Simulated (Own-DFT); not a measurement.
# Computed records: SiC (4H silicon carbide, strained, atoms displaced), SiC (3C silicon carbide, strained, atoms displaced)

All values are calculated (Own-DFT development build). A calculation, not a measurement: plane-wave PBE density functional theory by an unreviewed code, no spin, of a simulated periodic cell, stress positive in tension, free energy of the whole cell less one offset for each atom, forces on such cells passed a denser k mesh, this cell's mesh not checked; offsets are fitted by least squares, one for each functional and potential file, so energies compare only between cells with the same atoms and settings and are not formation energies; the far tail of each file's local potential was reset to the Coulomb form; each entry is a single point on an unrelaxed cell, so the pressure reflects the starting lattice, mostly measured values (interpolated for alloys), from which strain is counted, and rises with the displacements; printed positions are rounded, which can move forces by about a meV/angstrom; the program, named Own-DFT, is a retired in-house code; no spin-orbit coupling.

Common to all runs: functional PBE; potential files PseudoDojo norm-conserving, scalar-relativistic, standard set; wave cutoff 42 hartree; occupations Fermi-Dirac; smearing width 0.1 eV.

(1) SiC (4H silicon carbide, strained, atoms displaced)

```
SiC
1.0
      9.3571     0.1320    -0.0363
     -4.5642     7.8409     0.0540
     -0.0395     0.0450     9.9024
Si C Si C Si C Si C Si C Si C Si C Si C Si C Si C Si C Si C Si C Si C Si C Si C Si C Si C
2 2 2 2 2 2 2 2 2 2 2 2 2 2 2 2 2 2 2 2 2 2 2 2 2 2 2 2 2 2 2 2 2 2 2 2
Direct
  0.00276 0.00597 0.40981
  0.09908 0.21923 0.15745
  0.99717 0.98833 0.09642
  0.10688 0.22193 0.34548
  0.99683 0.33644 0.40361
  0.10260 0.55404 0.15971
  0.00318 0.33558 0.10112
  0.12450 0.56290 0.33447
  0.00736 0.66251 0.40755
  0.11930 0.88922 0.15297
  0.99628 0.66226 0.09573
  0.10568 0.89130 0.34584
  0.33374 0.00171 0.41150
  0.44319 0.22812 0.15428
  0.34395 0.00571 0.09682
  0.43911 0.23065 0.33847
  0.33666 0.33769 0.40811
  0.44964 0.56237 0.15649
  0.32521 0.33136 0.09379
  0.44477 0.55981 0.34627
  0.33023 0.66678 0.41005
  0.45627 0.91352 0.15068
  0.32402 0.65601 0.09883
  0.43546 0.88424 0.34609
  0.66451 0.99849 0.40698
  0.78152 0.22839 0.15631
  0.67766 0.01015 0.09054
  0.77786 0.22530 0.33321
  0.67424 0.33806 0.40192
  0.76594 0.54869 0.15078
  0.67704 0.34397 0.09287
  0.77708 0.55889 0.34298
  0.67023 0.66702 0.40606
  0.78098 0.88943 0.15666
  0.66742 0.66935 0.09580
  0.78563 0.89144 0.35271
  0.00238 0.00091 0.90390
  0.87809 0.76641 0.66128
  0.99710 0.99516 0.58925
  0.89750 0.78624 0.84003
  0.00611 0.66033 0.90335
  0.88640 0.44106 0.65072
  0.99669 0.65332 0.59199
  0.89145 0.45105 0.84510
  0.00318 0.33904 0.91125
  0.88145 0.11448 0.65332
  0.00467 0.33351 0.59963
  0.89226 0.11559 0.85240
  0.66889 0.99632 0.90509
  0.54606 0.77405 0.65517
  0.66904 0.99300 0.60101
  0.54463 0.77310 0.83509
  0.66044 0.66761 0.90341
  0.55112 0.43959 0.64627
  0.66542 0.67109 0.59287
  0.55217 0.44316 0.83802
  0.67462 0.34847 0.91035
  0.55783 0.11528 0.64551
  0.66896 0.34255 0.59695
  0.55026 0.12023 0.83956
  0.33774 0.99589 0.91485
  0.22715 0.77104 0.65556
  0.33399 0.99963 0.59428
  0.22211 0.77553 0.85111
  0.33482 0.66151 0.91272
  0.24322 0.45722 0.65265
  0.32978 0.67535 0.58627
  0.22170 0.45268 0.83533
  0.32646 0.33662 0.90526
  0.22103 0.10974 0.65295
  0.33144 0.33535 0.61040
  0.22149 0.10571 0.84753
```

| Item | Value |
| --- | --- |
| hardware | one NVIDIA H100 |
| k mesh | 4 x 4 x 3 centred on Gamma |
| free energy of cell above offsets | -4.665 eV |
| pressure | 9.29 GPa |
| stress xx | -0.88 GPa |
| stress yy | -11.32 GPa |
| stress zz | -15.66 GPa |
| stress yz | 0.83 GPa |
| stress xz | -1.02 GPa |
| stress xy | 7.39 GPa |
| wall time | 336.1 s |

Force:
```csv
element,x (eV/Å),y (eV/Å),z (eV/Å)
Si,0.044,-1.098,-0.988
Si,2.818,-0.852,0.332
C,-0.361,1.669,-0.804
C,0.476,1.265,0.331
Si,1.098,-0.086,0.51
Si,1.64,0.685,-2.059
C,-1.633,0.031,-1.393
C,-1.602,-1.181,3.707
Si,-1.669,1.143,-1.267
Si,-0.869,-0.529,1.416
C,-0.508,0.419,-0.777
C,2.063,-0.22,-0.118
Si,-1.216,-0.072,-2.02
Si,0.167,0.475,-0.519
C,-2.675,0.835,-0.342
C,2.388,-0.957,1.747
Si,-1.654,-0.122,0.022
Si,-0.999,-1.221,0.416
C,0.131,0.687,-0.001
C,0.71,0.332,0.557
Si,0.953,0.126,-3.25
Si,2.64,-4.335,2.169
C,0.385,2.429,-0.596
C,1.41,2.135,-0.617
Si,0.273,-0.527,-0.28
Si,0.492,0.073,-2.229
C,-0.769,-1.073,0.719
C,0.09,-0.403,3.519
Si,-1.804,-0.163,0.144
Si,1.879,3.495,1.924
C,-1.441,-2.992,0.081
C,1.384,-0.265,-0.33
Si,-0.833,0.422,0.069
Si,0.314,0.317,1.125
C,-1.131,-0.19,-1.116
C,-1.554,0.211,-1.762
Si,0.378,0.361,0.569
Si,1.198,1.49,-2.209
C,-0.149,0.442,2.323
C,-0.838,-2.239,1.779
Si,-1.653,2.36,1.041
Si,0.833,-0.462,1.902
C,-0.02,2.392,0.489
C,0.006,-2.031,-0.717
Si,-0.132,-0.16,-1.038
Si,3.006,-0.901,1.602
C,-0.436,0.872,-1.878
C,-0.546,-0.402,-1.453
Si,-1.352,1.528,-1.314
Si,1.07,0.009,-1.097
C,-2.046,1.686,-1.863
C,0.703,0.535,2.693
Si,1.303,-0.108,-0.629
Si,-0.209,1.763,2.326
C,-0.398,-1.411,0.226
C,-0.324,0.749,1.134
Si,-0.445,-1.789,-2.265
Si,-0.265,-0.659,2.513
C,1.188,-1.713,-2.375
C,1.988,-0.661,0.91
Si,-0.863,1.314,-2.748
Si,-3.795,1.565,1.767
C,0.163,0.177,0.255
C,1.012,-0.091,-1.026
Si,-1.12,0.752,-0.317
Si,-4.276,-0.87,0.797
C,2.948,-1.484,1.452
C,0.141,-1.024,1.779
Si,1.335,-0.891,-0.575
Si,-0.76,-1.304,1.825
C,1.995,-0.838,-4.037
C,-0.279,0.582,-0.158
```

(2) SiC (3C silicon carbide, strained, atoms displaced)

```
SiC
1.0
     13.0590    -0.2575     0.2484
     -0.1716     8.5501    -0.0035
      0.1656    -0.0035     8.6287
Si C Si C Si C Si C Si C Si C Si C Si C Si C Si C Si C Si C
4 4 4 4 4 4 4 4 4 4 4 4 4 4 4 4 4 4 4 4 4 4 4 4
Direct
  0.99882 0.99958 0.99722
  0.99518 0.24080 0.25654
  0.16807 0.00148 0.26072
  0.16531 0.25125 0.00578
  0.08361 0.12782 0.12443
  0.07934 0.37448 0.37510
  0.24440 0.12701 0.38309
  0.25025 0.38547 0.12726
  0.00542 0.98155 0.49028
  0.00122 0.25514 0.75365
  0.16084 0.00962 0.75909
  0.16874 0.24412 0.50286
  0.08113 0.12995 0.62421
  0.08479 0.37673 0.87958
  0.24839 0.12413 0.87541
  0.24877 0.36964 0.63099
  0.00320 0.49709 0.00516
  0.00186 0.74670 0.24828
  0.16227 0.47856 0.24872
  0.16682 0.74733 0.00335
  0.08160 0.61390 0.12317
  0.09070 0.87097 0.37599
  0.25414 0.62860 0.37894
  0.24812 0.87628 0.12155
  0.00471 0.49240 0.49637
  0.00529 0.75615 0.74654
  0.16396 0.49469 0.75322
  0.16928 0.75333 0.50120
  0.07860 0.62827 0.63248
  0.08847 0.86674 0.87897
  0.25194 0.62632 0.88256
  0.25178 0.87589 0.63078
  0.33371 0.00158 0.99278
  0.32745 0.25787 0.24534
  0.49490 0.99725 0.25004
  0.50086 0.24296 0.99720
  0.41083 0.12935 0.12195
  0.41444 0.38338 0.37927
  0.57987 0.12018 0.37785
  0.58426 0.37359 0.12107
  0.33393 0.00703 0.50207
  0.33358 0.25138 0.74920
  0.50059 0.98661 0.74549
  0.49817 0.24930 0.50993
  0.41471 0.11573 0.62899
  0.41919 0.37858 0.87719
  0.58703 0.12821 0.87934
  0.58287 0.36949 0.62569
  0.32510 0.50865 0.98837
  0.33397 0.74819 0.25083
  0.49625 0.49707 0.25320
  0.49930 0.74380 0.99636
  0.41402 0.62651 0.12780
  0.41812 0.86763 0.38256
  0.57857 0.61524 0.38288
  0.57959 0.86858 0.12477
  0.32836 0.49912 0.49948
  0.33291 0.74317 0.73985
  0.49891 0.50291 0.75583
  0.49987 0.75401 0.49821
  0.41499 0.62502 0.61822
  0.41670 0.87056 0.87353
  0.58283 0.62952 0.87572
  0.58160 0.86988 0.62082
  0.66698 0.00088 0.01031
  0.66052 0.24154 0.24740
  0.82655 0.99798 0.24802
  0.83828 0.24394 0.99468
  0.74771 0.12198 0.12516
  0.75321 0.37034 0.37587
  0.91580 0.11964 0.37415
  0.91383 0.37372 0.12369
  0.66368 0.99701 0.49821
  0.66283 0.24994 0.74893
  0.83362 0.00232 0.75420
  0.83652 0.24368 0.49983
  0.74520 0.12653 0.63323
  0.74953 0.36994 0.86406
  0.91850 0.11858 0.86504
  0.91454 0.37881 0.62215
  0.66304 0.49417 0.99187
  0.66388 0.74665 0.24647
  0.82904 0.49961 0.25029
  0.83041 0.74376 0.00283
  0.74889 0.62507 0.12616
  0.74901 0.87222 0.37842
  0.90977 0.62674 0.36665
  0.91860 0.86789 0.12208
  0.66866 0.49292 0.50177
  0.66448 0.74771 0.75226
  0.83676 0.49877 0.75361
  0.82840 0.75843 0.50569
  0.74617 0.62429 0.63244
  0.75053 0.87245 0.87504
  0.91303 0.63064 0.87734
  0.90893 0.86561 0.62095
```

| Quantity | Value |
| --- | --- |
| hardware | one NVIDIA H200 |
| k mesh | 3 x 4 x 4 centred on Gamma |
| free energy of cell above offsets | -6.045 eV |
| pressure | 13.14 GPa |
| stress xx | -11.24 GPa |
| stress yy | -14.99 GPa |
| stress zz | -13.2 GPa |
| stress yz | 0.02 GPa |
| stress xz | 11.37 GPa |
| stress xy | -11.18 GPa |
| wall time | 523.7 s |

Force:
```csv
element,x (eV/Å),y (eV/Å),z (eV/Å)
Si,0.703,-0.656,0.231
Si,0.806,1.959,-2.281
Si,0.371,0.203,-3.434
Si,1.211,0.488,-1.179
C,-0.914,-1.33,1.599
C,0.909,-3.127,0.76
C,2.58,-0.398,-1.528
C,-0.083,-2.563,-1.363
Si,-2.695,2.874,2.219
Si,-0.514,0.22,-1.682
Si,1.443,-1.405,-1.88
Si,-1.516,2.169,0.547
C,-0.567,-1.98,0.635
C,-0.694,-1.465,0.534
C,0.265,1.188,0.867
C,-0.226,0.584,-0.621
Si,-2.52,0.541,-1.552
Si,-0.592,-0.258,-0.35
Si,0.712,5.331,0.263
Si,0.048,-0.043,0.159
C,1.561,1.248,1.76
C,-1.241,-1.639,-0.451
C,-2.622,-1.813,-0.092
C,0.563,0.105,1.625
Si,-2.616,3.114,0.906
Si,-3.2,-0.459,1.427
Si,0.995,2.099,-0.672
Si,0.535,-1.026,0.847
C,2.339,-1.893,-2.047
C,-1.514,1.471,0.001
C,-2.357,0.668,-3.165
C,-1.27,0.721,-0.38
Si,-0.498,-0.576,0.336
Si,1.459,-0.322,1.048
Si,0.255,0.18,-0.295
Si,-0.39,1.769,0.238
C,0.35,-0.964,1.012
C,-0.914,-3.257,0.259
C,-0.596,0.106,-0.016
C,-1.38,-0.894,1.231
Si,-0.548,-2.006,-0.413
Si,0.491,-0.259,0.679
Si,0.297,2.235,1.003
Si,-0.299,0.064,-1.786
C,0.742,1.48,0.645
C,-1.771,-1.147,0.4
C,-1.407,-2.47,-0.205
C,-0.543,0.712,1.137
Si,3.931,-1.683,2.986
Si,-0.086,1.044,-0.549
Si,1.073,1.039,-1.471
Si,-0.899,1.267,0.911
C,0.229,-1.219,-0.88
C,-1.562,1.886,-1.278
C,1.409,0.902,-1.036
C,0.133,0.704,0.502
Si,0.835,0.762,0.269
Si,-0.001,1.442,1.462
Si,0.529,0.359,-2.39
Si,0.14,-1.958,-0.097
C,0.318,-1.063,1.379
C,-0.326,-0.684,0.161
C,-0.4,-1.908,0.319
C,0.757,-0.189,1.07
Si,-0.611,-1.112,-2.722
Si,1.458,1.968,0.429
Si,1.923,-0.336,-0.194
Si,-1.735,0.927,0.117
C,1.085,0.464,0.511
C,-1.379,-1.162,0.147
C,-0.415,-2.067,0.977
C,0.435,-0.975,0.595
Si,0.867,0.917,0.386
Si,0.735,0.272,-0.368
Si,-1.434,-1.171,-2.129
Si,-1.428,0.655,0.57
C,1.187,-1.326,-1.62
C,0.29,0.02,2.226
C,0.815,0.791,2.249
C,1.271,-1.282,0.748
Si,1.777,1.101,0.365
Si,-0.406,-0.453,1.272
Si,0.464,0.057,-1.065
Si,0.66,1.472,-0.995
C,-1.406,-1.567,-0.019
C,-1.243,0.169,-0.58
C,1.536,0.096,2.094
C,-0.726,1.222,0.853
Si,-0.173,0.967,-0.218
Si,1.02,1.267,-0.908
Si,-0.865,1.405,-1.111
Si,-0.809,-3.515,-2.054
C,0.661,-0.641,-0.788
C,-0.663,0.233,1.227
C,2.125,-1.366,-0.224
C,3.754,2.694,1.895
```
